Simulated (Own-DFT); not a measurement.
## Calculated data, Si₁₂O₂₃ (quartz with two neutral oxygen vacancies, atoms displaced)

All values are calculated (Own-DFT development build). A calculation, not a measurement: plane-wave PBE and HSE06 DFT by an unreviewed code, no spin, of a simulated cell at Gamma alone, so results move with cell size and shape, stress positive in tension, energies less offsets, not probed for a lower state with spin; oxygen file: force components 24 meV/angstrom off all-electron in a glass; k mesh not checked against a denser one; forces and stress are PBE's, HSE06 gives the energy alone, and its difference from PBE has offsets of its own; offsets are fitted by least squares, one for each functional and potential file, so energies compare only between cells with the same atoms and settings and are not formation energies; the far tail of each file's local potential was reset to the Coulomb form; each entry is a single point on an unrelaxed cell, so the pressure reflects the starting lattice, mostly measured values (interpolated for alloys), from which strain is counted, and rises with the displacements; printed positions are rounded, which can move forces by about a meV/angstrom; the program, named Own-DFT, is a retired in-house code; no spin-orbit coupling.

Settings shared by all entries: first functional PBE; second functional HSE06; exact exchange share 0.25; screening 0.11 1/bohr; exchange divergence Gygi-Baldereschi; potential files PseudoDojo norm-conserving, scalar-relativistic, made for PBE, standard set; wave cutoff 48 hartree; occupations fixed; k mesh 1 x 1 x 1 centred on Gamma.

(1) 
```cif
# cell vector a (Å): 9.8268 0.0000 0.0000
# cell vector b (Å): -4.9134 8.5103 0.0000
# cell vector c (Å): 0.0000 0.0000 10.8104
data_Si12O23
_symmetry_space_group_name_H-M 'P 1'
_symmetry_Int_Tables_number 1
_cell_length_a 9.8268
_cell_length_b 9.8268
_cell_length_c 10.8104
_cell_angle_alpha 90.000
_cell_angle_beta 90.000
_cell_angle_gamma 120.000
_cell_volume 904.06
loop_
_atom_site_label
_atom_site_type_symbol
_atom_site_fract_x
_atom_site_fract_y
_atom_site_fract_z
_atom_site_occupancy
Si1 Si 0.22685 0.99618 0.98958 1
Si2 Si 0.99638 0.23145 0.33796 1
Si3 Si 0.27682 0.27706 0.16380 1
O1 O 0.20536 0.13354 0.06264 1
O2 O 0.42907 0.30079 0.22561 1
O3 O 0.36119 0.07533 0.39752 1
O4 O 0.07910 0.36958 0.44201 1
O5 O 0.12843 0.19480 0.27711 1
O6 O 0.29661 0.42438 0.10415 1
Si4 Si 0.23493 0.00659 0.48990 1
Si5 Si 0.00419 0.23175 0.83772 1
Si6 Si 0.25612 0.26341 0.66940 1
O7 O 0.20164 0.13475 0.56402 1
O8 O 0.43365 0.28576 0.72759 1
O9 O 0.36254 0.06861 0.89868 1
O10 O 0.06879 0.35814 0.94373 1
O11 O 0.12927 0.20984 0.76927 1
O12 O 0.29120 0.42608 0.61050 1
Si7 Si 0.24028 0.50768 0.00052 1
Si8 Si 0.99617 0.73545 0.33207 1
Si9 Si 0.27408 0.77546 0.16239 1
O13 O 0.19614 0.63488 0.06048 1
O14 O 0.42837 0.79547 0.23063 1
O15 O 0.35220 0.56480 0.39623 1
O16 O 0.07260 0.86548 0.43240 1
O17 O 0.13264 0.70438 0.27490 1
O18 O 0.28371 0.91255 0.10281 1
Si10 Si 0.23980 0.51465 0.50415 1
Si11 Si 0.00347 0.73585 0.83297 1
Si12 Si 0.26227 0.75577 0.67222 1
O19 O 0.20578 0.63495 0.55381 1
O20 O 0.42068 0.77681 0.73111 1
O21 O 0.36501 0.57164 0.89209 1
O22 O 0.08024 0.87288 0.93722 1
O23 O 0.13665 0.71643 0.78142 1
O24 O 0.29930 0.93007 0.60212 1
Si13 Si 0.73505 0.99647 0.00626 1
Si14 Si 0.49033 0.23718 0.33113 1
Si15 Si 0.76027 0.26729 0.16702 1
O25 O 0.71349 0.13817 0.05746 1
O26 O 0.92338 0.30304 0.22981 1
O27 O 0.86684 0.07009 0.39555 1
O28 O 0.57312 0.37052 0.43771 1
O29 O 0.63711 0.21164 0.27330 1
O30 O 0.79374 0.42125 0.11133 1
Si16 Si 0.72840 0.00089 0.50232 1
Si17 Si 0.50018 0.23562 0.84025 1
Si18 Si 0.75824 0.26474 0.66198 1
O31 O 0.92697 0.29212 0.72284 1
O32 O 0.87113 0.07127 0.88593 1
O33 O 0.57038 0.36142 0.94509 1
O34 O 0.63469 0.20549 0.77690 1
O35 O 0.78866 0.42342 0.61226 1
Si19 Si 0.73742 0.49854 0.00388 1
Si20 Si 0.49976 0.74605 0.33556 1
Si21 Si 0.76412 0.77033 0.16168 1
O36 O 0.70573 0.63841 0.05630 1
O37 O 0.92778 0.79742 0.23088 1
O38 O 0.86627 0.57900 0.38695 1
O39 O 0.63522 0.71552 0.27068 1
O40 O 0.79532 0.92999 0.10299 1
Si22 Si 0.73350 0.50185 0.49431 1
Si23 Si 0.49744 0.73675 0.83413 1
Si24 Si 0.76048 0.76338 0.66640 1
O41 O 0.70620 0.63449 0.55542 1
O42 O 0.92312 0.79604 0.71701 1
O43 O 0.86126 0.57320 0.89527 1
O44 O 0.57822 0.86304 0.93951 1
O45 O 0.65627 0.72034 0.77627 1
O46 O 0.78373 0.91745 0.60665 1
_calc_PBE_energy_of_cell_above_offsets '-15.199'  # eV
_calc_HSE06_less_PBE_above_offsets '0.198'  # eV
_calc_PBE_pressure 9.37  # GPa
_calc_PBE_stress_xx -7.97  # GPa
_calc_PBE_stress_yy -10.36  # GPa
_calc_PBE_stress_zz -9.79  # GPa
_calc_PBE_stress_yz 3.36  # GPa
_calc_PBE_stress_xz 1.13  # GPa
_calc_PBE_stress_xy -0.04  # GPa
```

Force:
```csv
element,x (eV/Å),y (eV/Å),z (eV/Å)
Si,2.375,4.721,7.876
Si,0.614,2.688,-1.427
Si,-3.492,-6.297,1.897
O,0.812,-0.602,-0.726
O,1.425,0.871,-0.129
O,4.39,3.588,-5.689
O,-0.577,-0.478,0.137
O,0.981,1.467,-1.507
O,-1.659,4.445,-1.834
Si,-4.169,-3.998,7.39
Si,-4.097,1.299,-2.095
Si,4.494,1.382,-1.221
O,0.667,-1.648,-1.739
O,-3.782,0.462,-1.696
O,2.787,1.941,-2.78
O,1.215,2.972,1.901
O,1.389,-1.363,1.394
O,-0.394,1.72,-0.213
Si,-2.637,-2.301,0.799
Si,3.137,0.257,-1.765
Si,-0.419,-6.994,5.016
O,1.849,-1.369,-1.054
O,-1.802,1.218,-2.885
O,4.138,4.24,-4.555
O,0.238,2.49,2.478
O,0.895,0.712,-0.965
O,-3.257,7.395,-4.05
Si,1.419,-8.504,0.045
Si,-6.219,0.275,-0.481
Si,-1.888,3.412,-3.265
O,-3.868,4.692,3.96
O,-2.54,1.435,-3.447
O,0.743,0.256,-0.479
O,-5.009,-5.667,-2.989
O,3.638,-1.157,-1.48
O,0.13,-1.795,0.643
Si,-1.112,3.671,-5.676
Si,3.876,-0.26,1.219
Si,3.657,-3.163,0.974
O,-0.475,-0.594,-0.138
O,1.881,-0.959,1.274
O,-0.75,-1.06,0.579
O,-0.882,-1.306,-0.623
O,-3.883,-1.226,2.393
O,-2.403,5.088,-2.87
Si,-1.388,0.074,0.038
Si,1.102,-2.149,-1.747
Si,3.57,-4.287,1.48
O,-0.067,-0.133,0.508
O,-1.921,-3.173,2.876
O,0.378,1.839,2.115
O,-0.344,-0.431,0.563
O,-1.987,3.771,-3.209
Si,-1.403,-0.107,0.591
Si,3.037,-1.29,4.559
Si,2.102,-1.056,2.663
O,0.614,-1.197,-0.484
O,-2.848,0.621,-3.126
O,-1.102,-3.274,1.769
O,-0.777,-0.459,0.301
O,2.355,-0.483,2.68
Si,1.335,0.53,1.598
Si,6.227,-1.835,1.639
Si,2.614,-0.41,-4.025
O,-0.377,-0.167,0.075
O,4.899,-0.394,2.858
O,1.489,1.28,-1.217
O,-0.815,0.591,1.075
O,-6.84,-2.312,5.794
O,-1.29,2.495,-1.576
```

(2) 
```cif
# cell vector a (Å): 9.8268 0.0000 0.0000
# cell vector b (Å): -4.9134 8.5103 0.0000
# cell vector c (Å): 0.0000 0.0000 10.8104
data_Si12O23
_symmetry_space_group_name_H-M 'P 1'
_symmetry_Int_Tables_number 1
_cell_length_a 9.8268
_cell_length_b 9.8268
_cell_length_c 10.8104
_cell_angle_alpha 90.000
_cell_angle_beta 90.000
_cell_angle_gamma 120.000
_cell_volume 904.06
loop_
_atom_site_label
_atom_site_type_symbol
_atom_site_fract_x
_atom_site_fract_y
_atom_site_fract_z
_atom_site_occupancy
Si1 Si 0.24280 0.99992 0.99846 1
Si2 Si 0.01312 0.24032 0.33066 1
Si3 Si 0.26374 0.26328 0.16665 1
O1 O 0.20701 0.12454 0.05925 1
O2 O 0.42183 0.28960 0.23156 1
O3 O 0.36667 0.07902 0.40172 1
O4 O 0.06762 0.35891 0.44540 1
O5 O 0.13241 0.19979 0.27392 1
O6 O 0.29232 0.42567 0.11268 1
Si4 Si 0.23937 0.99676 0.50046 1
Si5 Si 0.00759 0.24202 0.82683 1
Si6 Si 0.27126 0.27280 0.66779 1
O7 O 0.20999 0.13500 0.54776 1
O8 O 0.42091 0.29299 0.71414 1
O9 O 0.36706 0.07527 0.89520 1
O10 O 0.07914 0.36744 0.94478 1
O11 O 0.14521 0.20630 0.77498 1
O12 O 0.29066 0.41761 0.60767 1
Si7 Si 0.23625 0.49942 0.00036 1
Si8 Si 0.00176 0.73512 0.33505 1
Si9 Si 0.27331 0.77298 0.16752 1
O13 O 0.20683 0.63804 0.05110 1
O14 O 0.43122 0.79318 0.22881 1
O15 O 0.36968 0.56833 0.38694 1
O16 O 0.08066 0.87123 0.44500 1
O17 O 0.13954 0.71034 0.27170 1
O18 O 0.29816 0.92569 0.10951 1
Si10 Si 0.24466 0.50437 0.49285 1
Si11 Si 0.99935 0.73764 0.82415 1
Si12 Si 0.27664 0.77380 0.67509 1
O19 O 0.21243 0.63033 0.55818 1
O20 O 0.36223 0.57300 0.89672 1
O21 O 0.06871 0.87705 0.94151 1
O22 O 0.29572 0.92823 0.60691 1
Si13 Si 0.73847 0.99753 0.00310 1
Si14 Si 0.50283 0.23985 0.34029 1
Si15 Si 0.76621 0.26258 0.16464 1
O23 O 0.70226 0.13897 0.05887 1
O24 O 0.92807 0.28789 0.21661 1
O25 O 0.86314 0.07648 0.39343 1
O26 O 0.57115 0.35747 0.44550 1
O27 O 0.62919 0.20676 0.26659 1
O28 O 0.80052 0.42809 0.10851 1
Si16 Si 0.73249 0.00431 0.49231 1
Si17 Si 0.50922 0.23689 0.83407 1
Si18 Si 0.76422 0.25906 0.66331 1
O29 O 0.70860 0.13690 0.55522 1
O30 O 0.93893 0.30517 0.72803 1
O31 O 0.86156 0.08212 0.89634 1
O32 O 0.57334 0.35377 0.94538 1
O33 O 0.63792 0.20549 0.78376 1
O34 O 0.79500 0.41163 0.60441 1
Si19 Si 0.72891 0.50223 0.99942 1
Si20 Si 0.49774 0.73291 0.33062 1
Si21 Si 0.76511 0.76454 0.16639 1
O35 O 0.70662 0.62789 0.05774 1
O36 O 0.92884 0.78827 0.22874 1
O37 O 0.85753 0.56971 0.38950 1
O38 O 0.57059 0.86092 0.44274 1
O39 O 0.64140 0.71718 0.27253 1
O40 O 0.78544 0.92381 0.11037 1
Si22 Si 0.74209 0.50944 0.49575 1
Si23 Si 0.49452 0.72721 0.84049 1
Si24 Si 0.77176 0.77537 0.66411 1
O41 O 0.69451 0.63381 0.55503 1
O42 O 0.92117 0.79401 0.72130 1
O43 O 0.87016 0.57064 0.89046 1
O44 O 0.57743 0.86698 0.93717 1
O45 O 0.62855 0.71010 0.77136 1
O46 O 0.79819 0.92902 0.61183 1
_calc_PBE_energy_of_cell_above_offsets '-16.979'  # eV
_calc_HSE06_less_PBE_above_offsets '0.205'  # eV
_calc_PBE_pressure 8.19  # GPa
_calc_PBE_stress_xx -7.96  # GPa
_calc_PBE_stress_yy -9.62  # GPa
_calc_PBE_stress_zz -6.99  # GPa
_calc_PBE_stress_yz 2.21  # GPa
_calc_PBE_stress_xz 1.44  # GPa
_calc_PBE_stress_xy 0.37  # GPa
```

Force:
```csv
element,x (eV/Å),y (eV/Å),z (eV/Å)
Si,-1.969,-2.041,0.91
Si,-4.631,-1.26,0.411
Si,1.325,-1.799,-0.748
O,-1.257,2.667,1.89
O,0.224,0.565,-0.067
O,2.82,0.641,-3.132
O,1.153,1.84,0.014
O,1.577,-0.581,-0.599
O,-0.357,1.185,-0.71
Si,-1.804,2.569,1.884
Si,1.54,-1.729,3.429
Si,-2.623,-6.712,-3.481
O,-0.955,1.518,2.413
O,9.419,0.301,5.267
O,1.991,1.139,-2.484
O,-1.037,-2.053,-1.758
O,-2.787,-0.497,1.828
O,-2.844,6.066,-3.782
Si,-1.289,0.18,2.924
Si,1.601,0.583,0.875
Si,0.176,-3.814,-1.059
O,0.429,1.073,1.729
O,-1.308,0.87,-1.899
O,0.773,-0.375,-0.974
O,-2.101,-4.088,-2.408
O,-0.888,-0.518,1.322
O,-0.764,2.828,-1.477
Si,-1.414,-3.179,3.196
Si,3.331,0.385,1.702
Si,-0.109,-2.462,1.555
O,-0.507,2.031,1.193
O,1.47,-1.323,-0.864
O,0.449,-1.512,-1.268
O,1.642,-0.337,1.395
Si,-3.357,2.836,-0.993
Si,0.053,-3.096,-3.408
Si,-1.145,1.572,0.631
O,1.284,-3.717,-2.344
O,2.436,0.027,1.955
O,1.865,1.274,-2.303
O,1.048,4.198,3.011
O,-0.483,-0.231,1.452
O,-1.6,1.666,-1.361
Si,1.416,-1.966,2.817
Si,-4.38,-1.186,-1.866
Si,1.481,-0.704,4.103
O,-0.589,-1.345,-0.3
O,-2.413,-0.155,-2.306
O,1.909,1.154,-1.793
O,-0.929,1.717,0.941
O,3.054,-0.295,-2.737
O,-2.97,5.603,-2.989
Si,6.581,-3.828,-1.073
Si,2.467,0.54,1.66
Si,2.143,-0.37,-0.448
O,-3.361,4.307,2.544
O,-1.915,0.648,-1.672
O,2.903,1.995,-2.757
O,-0.496,-0.36,-0.092
O,-1.018,-1.2,1.324
O,1.444,-0.225,0.99
Si,-2.834,-4.195,4.77
Si,-0.771,2.636,-3.297
Si,-3.461,-4.71,-0.117
O,1.328,0.075,0.415
O,2.533,0.557,0.88
O,-1.171,0.067,0.266
O,-0.486,0.235,1.06
O,1.09,-0.373,-0.691
O,-2.93,4.693,-3.499
```

(3) 
```cif
# cell vector a (Å): 9.8268 0.0000 0.0000
# cell vector b (Å): -4.9134 8.5103 0.0000
# cell vector c (Å): 0.0000 0.0000 10.8104
data_Si12O23
_symmetry_space_group_name_H-M 'P 1'
_symmetry_Int_Tables_number 1
_cell_length_a 9.8268
_cell_length_b 9.8268
_cell_length_c 10.8104
_cell_angle_alpha 90.000
_cell_angle_beta 90.000
_cell_angle_gamma 120.000
_cell_volume 904.06
loop_
_atom_site_label
_atom_site_type_symbol
_atom_site_fract_x
_atom_site_fract_y
_atom_site_fract_z
_atom_site_occupancy
Si1 Si 0.23675 0.99962 0.99002 1
Si2 Si 0.00353 0.23469 0.33780 1
Si3 Si 0.26635 0.27047 0.16451 1
O1 O 0.20354 0.13625 0.05321 1
O2 O 0.42428 0.28514 0.22675 1
O3 O 0.37845 0.07698 0.39508 1
O4 O 0.05741 0.36260 0.44032 1
O5 O 0.13678 0.21580 0.27253 1
O6 O 0.29278 0.42963 0.10927 1
Si4 Si 0.24058 0.00767 0.50833 1
Si5 Si 0.00117 0.23462 0.83588 1
Si6 Si 0.26279 0.26429 0.67169 1
O7 O 0.19757 0.13433 0.55955 1
O8 O 0.43240 0.29767 0.72074 1
O9 O 0.36643 0.07425 0.89760 1
O10 O 0.07048 0.36650 0.94714 1
O11 O 0.12743 0.20881 0.77349 1
O12 O 0.28490 0.41531 0.60460 1
Si7 Si 0.23514 0.49728 0.99799 1
Si8 Si 0.99949 0.74131 0.32740 1
Si9 Si 0.27584 0.77145 0.16361 1
O13 O 0.20609 0.62964 0.05517 1
O14 O 0.42661 0.79813 0.23078 1
O15 O 0.07160 0.86008 0.44522 1
O16 O 0.12652 0.69194 0.26886 1
O17 O 0.28746 0.93225 0.10341 1
Si10 Si 0.23600 0.50746 0.49792 1
Si11 Si 0.00331 0.73397 0.83611 1
Si12 Si 0.26706 0.76355 0.66186 1
O18 O 0.20627 0.64035 0.55370 1
O19 O 0.42997 0.79477 0.72269 1
O20 O 0.36228 0.57100 0.89098 1
O21 O 0.07945 0.86842 0.94253 1
O22 O 0.13378 0.70989 0.77770 1
O23 O 0.29689 0.93077 0.60729 1
Si13 Si 0.73275 0.99783 0.99553 1
Si14 Si 0.49922 0.22581 0.33342 1
Si15 Si 0.76831 0.26128 0.16352 1
O24 O 0.70605 0.14427 0.06683 1
O25 O 0.92953 0.29161 0.22561 1
O26 O 0.85554 0.06578 0.39028 1
O27 O 0.57833 0.36643 0.44829 1
O28 O 0.63361 0.20342 0.27722 1
O29 O 0.78699 0.42559 0.09827 1
Si16 Si 0.73321 0.99653 0.49963 1
Si17 Si 0.50250 0.23878 0.83410 1
Si18 Si 0.76911 0.27810 0.66530 1
O30 O 0.70722 0.12884 0.56262 1
O31 O 0.93362 0.28726 0.72298 1
O32 O 0.86231 0.07393 0.89715 1
O33 O 0.57597 0.36515 0.94552 1
O34 O 0.63870 0.21190 0.77240 1
O35 O 0.80252 0.43430 0.61642 1
Si19 Si 0.72445 0.49720 0.99673 1
Si20 Si 0.50643 0.73485 0.33077 1
Si21 Si 0.76514 0.75977 0.16734 1
O36 O 0.71107 0.63241 0.04848 1
O37 O 0.92931 0.79017 0.22360 1
O38 O 0.86798 0.57618 0.39193 1
O39 O 0.57303 0.87208 0.44122 1
O40 O 0.79786 0.93240 0.09992 1
Si22 Si 0.73118 0.49616 0.49873 1
Si23 Si 0.50336 0.73953 0.84004 1
Si24 Si 0.76337 0.76433 0.67298 1
O41 O 0.70383 0.62693 0.55367 1
O42 O 0.92593 0.78862 0.72756 1
O43 O 0.86177 0.56496 0.89273 1
O44 O 0.57827 0.86197 0.93919 1
O45 O 0.63218 0.70033 0.77177 1
O46 O 0.78827 0.91778 0.60655 1
_calc_PBE_energy_of_cell_above_offsets '-17.168'  # eV
_calc_HSE06_less_PBE_above_offsets '0.300'  # eV
_calc_PBE_pressure 7.84  # GPa
_calc_PBE_stress_xx -7.44  # GPa
_calc_PBE_stress_yy -8.9  # GPa
_calc_PBE_stress_zz -7.19  # GPa
_calc_PBE_stress_yz -1.33  # GPa
_calc_PBE_stress_xz -1.15  # GPa
_calc_PBE_stress_xy -0.75  # GPa
```

Force:
```csv
element,x (eV/Å),y (eV/Å),z (eV/Å)
Si,-2.866,1.694,5.725
Si,-2.618,-1.899,-1.861
Si,1.336,-2.654,-0.257
O,0.298,0.32,0.195
O,-0.361,0.57,-0.185
O,-2.943,-4.717,3.547
O,1.543,3.172,2.587
O,1.009,-0.673,0.384
O,0.423,1.335,-0.246
Si,-1.16,-1.378,-3.921
Si,-2.701,0.843,1.431
Si,0.284,-0.775,-0.888
O,0.397,-0.096,0.457
O,0.1,-0.481,1.073
O,3.755,3.045,-4.801
O,-0.553,-1.677,-1.265
O,3.268,-0.959,-0.101
O,-1.388,3.033,-1.424
Si,-0.558,0.382,1.021
Si,4.608,-2.941,4.174
Si,-4.906,-1.847,-0.952
O,-0.24,2.429,1.27
O,1.934,0.618,0.239
O,0.91,1.927,0.127
O,0.224,1.711,-0.707
O,2.179,-1.662,1.922
Si,1.351,-2.154,-1.764
Si,-2.776,-1.386,0.926
Si,-1.225,1.408,2.727
O,-0.593,-0.627,-0.314
O,0.779,-0.265,1.125
O,1.266,0.831,-1.053
O,-2.569,-2.838,-1.796
O,3.52,-0.086,-2.336
O,1.098,-0.594,1.644
Si,-1.225,2.986,3.908
Si,0.665,5.198,-0.575
Si,-1.644,7.233,6.304
O,1.365,-8.974,-8.202
O,0.258,0.008,0.12
O,2.044,1.444,-1.445
O,-2.661,-4.74,-3.052
O,2.023,0.311,-1.239
O,1.52,-1.394,2.525
Si,0.484,1.082,1.836
Si,0.424,-0.406,-0.421
Si,4.069,-5.772,0.963
O,-0.83,1.964,1.103
O,-2.186,0.646,-0.755
O,1.494,1.219,-2.346
O,-4.071,-4.435,-2.929
O,-1.198,-0.427,1.227
O,-1.946,4.268,-3.002
Si,6.321,0.597,0.28
Si,0.679,-0.891,1.175
Si,-2.857,0.888,-1.129
O,-3.404,4.851,3.218
O,-2.735,1.631,-3.09
O,-0.356,-0.37,-0.029
O,-1.25,-2.54,-1.589
O,1.267,-2.196,1.983
Si,4.329,2.804,0.987
Si,-0.525,-4.415,-5.651
Si,2.113,-1.761,-3.803
O,-1.62,3.112,2.835
O,0.241,0.467,0.267
O,0.728,1.55,-1.185
O,-1.433,1.846,2.513
O,-2.703,-0.631,2.806
O,-0.204,1.24,-0.308
```

(4) 
```cif
# cell vector a (Å): 9.8268 0.0000 0.0000
# cell vector b (Å): -4.9134 8.5103 0.0000
# cell vector c (Å): 0.0000 0.0000 10.8104
data_Si12O23
_symmetry_space_group_name_H-M 'P 1'
_symmetry_Int_Tables_number 1
_cell_length_a 9.8268
_cell_length_b 9.8268
_cell_length_c 10.8104
_cell_angle_alpha 90.000
_cell_angle_beta 90.000
_cell_angle_gamma 120.000
_cell_volume 904.06
loop_
_atom_site_label
_atom_site_type_symbol
_atom_site_fract_x
_atom_site_fract_y
_atom_site_fract_z
_atom_site_occupancy
Si1 Si 0.23459 0.99989 0.99935 1
Si2 Si 0.99366 0.23503 0.32767 1
Si3 Si 0.25698 0.26421 0.17471 1
O1 O 0.21216 0.14786 0.06283 1
O2 O 0.42983 0.29523 0.23653 1
O3 O 0.37400 0.07416 0.38530 1
O4 O 0.07074 0.36663 0.44894 1
O5 O 0.14703 0.21188 0.27223 1
O6 O 0.29518 0.42668 0.11175 1
Si4 Si 0.23628 0.99697 0.49526 1
Si5 Si 0.99848 0.24766 0.83193 1
Si6 Si 0.27329 0.26435 0.66724 1
O7 O 0.20529 0.12941 0.55549 1
O8 O 0.43211 0.29430 0.72440 1
O9 O 0.37916 0.08266 0.89699 1
O10 O 0.06372 0.35220 0.93906 1
O11 O 0.13679 0.20463 0.76882 1
O12 O 0.29211 0.42773 0.60133 1
Si7 Si 0.23447 0.49967 0.00072 1
Si8 Si 0.00498 0.73265 0.33530 1
Si9 Si 0.26326 0.75030 0.16887 1
O13 O 0.20783 0.63414 0.05968 1
O14 O 0.43329 0.79781 0.23057 1
O15 O 0.07764 0.87474 0.44143 1
O16 O 0.13921 0.70584 0.28510 1
O17 O 0.29754 0.92245 0.09855 1
Si10 Si 0.23258 0.50207 0.50690 1
Si11 Si 0.99783 0.73089 0.83778 1
Si12 Si 0.26203 0.75814 0.66717 1
O18 O 0.21826 0.63277 0.55747 1
O19 O 0.42750 0.79634 0.72046 1
O20 O 0.36325 0.57405 0.88788 1
O21 O 0.06931 0.85897 0.94462 1
O22 O 0.12985 0.71015 0.77159 1
O23 O 0.29333 0.92204 0.60220 1
Si13 Si 0.73583 0.00103 0.98801 1
Si14 Si 0.49570 0.23640 0.33123 1
Si15 Si 0.76787 0.26178 0.16307 1
O24 O 0.70666 0.13768 0.06127 1
O25 O 0.93228 0.29685 0.23042 1
O26 O 0.86335 0.07821 0.39006 1
O27 O 0.56755 0.36916 0.44254 1
O28 O 0.63615 0.20500 0.27902 1
O29 O 0.78986 0.42647 0.10790 1
Si16 Si 0.73452 0.00229 0.49988 1
Si17 Si 0.48615 0.23193 0.83323 1
Si18 Si 0.77695 0.27390 0.66319 1
O30 O 0.71144 0.12627 0.56194 1
O31 O 0.92431 0.28739 0.72470 1
O32 O 0.86291 0.06336 0.88915 1
O33 O 0.58092 0.37315 0.94047 1
O34 O 0.63279 0.21049 0.77447 1
O35 O 0.79330 0.43379 0.61035 1
Si19 Si 0.74238 0.50531 0.00009 1
Si20 Si 0.49948 0.74572 0.33364 1
Si21 Si 0.76764 0.76633 0.16588 1
O36 O 0.70149 0.63764 0.06166 1
O37 O 0.92508 0.78794 0.22176 1
O38 O 0.87940 0.58737 0.40159 1
O39 O 0.58178 0.86906 0.44411 1
O40 O 0.78458 0.92134 0.10599 1
Si22 Si 0.73733 0.49046 0.49489 1
Si23 Si 0.50083 0.74115 0.84128 1
Si24 Si 0.76341 0.76974 0.66799 1
O41 O 0.70239 0.63507 0.55135 1
O42 O 0.92261 0.78963 0.72704 1
O43 O 0.86287 0.56683 0.89464 1
O44 O 0.57024 0.85993 0.93888 1
O45 O 0.63839 0.70794 0.77543 1
O46 O 0.78866 0.92625 0.60986 1
_calc_PBE_energy_of_cell_above_offsets '-13.288'  # eV
_calc_HSE06_less_PBE_above_offsets '0.202'  # eV
_calc_PBE_pressure 10.25  # GPa
_calc_PBE_stress_xx -7.68  # GPa
_calc_PBE_stress_yy -10.84  # GPa
_calc_PBE_stress_zz -12.21  # GPa
_calc_PBE_stress_yz -0.07  # GPa
_calc_PBE_stress_xz -3.33  # GPa
_calc_PBE_stress_xy -0.72  # GPa
```

Force:
```csv
element,x (eV/Å),y (eV/Å),z (eV/Å)
Si,-0.527,1.372,1.136
Si,5.718,-0.239,5.974
Si,9.139,4.127,-6.487
O,1.495,-3.75,-2.901
O,-5.343,2.07,-5.516
O,-1.56,-3.042,2.219
O,-0.958,-1.918,-2.299
O,-9.724,-3.492,9.569
O,-1.596,2.033,-1.62
Si,2.326,2.648,0.685
Si,4.431,-8.398,-3.213
Si,-3.051,0.042,-3.245
O,0.305,1.398,1.05
O,-0.766,1.216,-1.521
O,-2.956,-5.927,3
O,1.292,6.269,6.171
O,-2.414,0.526,1.766
O,3.111,-2.402,3.423
Si,1.464,-1.947,-0.297
Si,-2.031,4.308,-0.863
Si,-1.025,5.265,2.22
O,-0.341,-2.229,-1.851
O,-4.59,1.604,-4.887
O,-1.993,-3.212,-2.64
O,2.287,-0.273,-2.017
O,0.461,-1.567,1.432
Si,4.014,-2.562,-6.949
Si,-2.23,0.404,-2.102
Si,-0.381,2.043,-1.07
O,-4.999,4.971,3.172
O,1.882,-0.33,2.425
O,-1.124,-1.424,1.266
O,0.173,1.475,0.753
O,1.239,-0.961,0.106
O,0.268,-0.363,0.396
Si,-1.286,-0.845,5.624
Si,5.313,-0.158,3.106
Si,-2.423,2.305,3.682
O,1.355,-3.549,-3.647
O,-3.362,2.06,-4.817
O,0.459,-0.719,-0.192
O,0.605,-0.81,-0.483
O,0.856,0.827,-1.042
O,1.416,-0.274,1.17
Si,3.908,-1.662,-0.369
Si,6.872,6.014,0.159
Si,-5.386,-3.272,0.199
O,-3.114,5.292,2.707
O,0.591,1.895,-1.211
O,2.045,3.282,-3.199
O,-1.391,-1.481,-1.055
O,1.017,0.445,-1.193
O,1.788,-0.767,0.747
Si,-4.088,-0.966,2.219
Si,5.255,-5.119,3.707
Si,-3.688,-0.413,3.028
O,1.309,-2.482,-2.342
O,3.278,0.084,1.74
O,-0.424,-3.559,0.593
O,-1.997,-1.047,-0.666
O,-0.904,2.75,-1.984
Si,-4.034,3.931,1.05
Si,0.886,-4.382,-8.532
Si,1.392,-2.932,-2.42
O,1.138,-0.169,0.851
O,1.399,0.006,1.096
O,2.569,1.547,-2.261
O,-0.325,4.885,4.85
O,-2.96,-0.326,2.285
O,-0.065,1.873,-0.684
```
